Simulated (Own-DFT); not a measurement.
# A change of arrangement and its cost: C16Si16, 32 atoms

These are calculations, not measurements. The program, named Own-DFT, is a retired in-house plane-wave density functional code that no person has reviewed. Each row is one single-point run on a periodic cell that was not relaxed, without spin or spin-orbit coupling.

Settings of every run: PBE; PseudoDojo norm-conserving scalar-relativistic files; cutoff 42 hartree; 5 x 5 x 3 k mesh centred on Gamma; Fermi-Dirac smearing of 0.1 eV.

Known limits: forces on such cells passed a denser k mesh, each cell not checked; stress not checked against mesh or cutoff.

All cells hold the same atoms in the same cell, with vectors in Å (6.165, 0.000, 0.000); (-3.083, 5.339, 0.000); (0.000, 0.000, 10.068). Every atom was moved at random from its ideal site; u is the rms move along one axis. E is the free energy of the cell above the lowest run. The arrangements:

- A: 2H SiC
- B: 4H SiC

| arrangement | u (Å) | E (eV) | P (GPa) |
|---|---|---|---|
| A | 0.0287 | 0.343 | 3.77 |
| A | 0.0301 | 0.528 | 4.01 |
| A | 0.0313 | 0.584 | 4.02 |
| A | 0.0562 | 3.245 | 6.01 |
| A | 0.0586 | 3.573 | 6.13 |
| A | 0.0621 | 3.224 | 5.78 |
| B | 0.0257 | 0.000 | 3.58 |
| B | 0.0286 | 0.231 | 3.64 |
| B | 0.0308 | 0.482 | 3.73 |
| B | 0.0546 | 2.614 | 5.16 |
| B | 0.0589 | 3.608 | 6.11 |
| B | 0.0591 | 4.323 | 6.80 |

Question: once the cost of the random moves is taken out, how do the arrangements rank?

## Worked answer

Fit E = a + b u², with one b for all and one a for each arrangement, and with residuals divided by u², since the noise grows with the moves. Then b = 1226 eV/Å², the scatter at u = 0.04 Å is 0.19 eV, and against A:

- B: -0.12 ± 0.08 eV (not told apart from A)

These are energies of unrelaxed cells. Relaxing the atoms lowers the strained arrangements most, so the gaps would shrink and small ones could change sign.
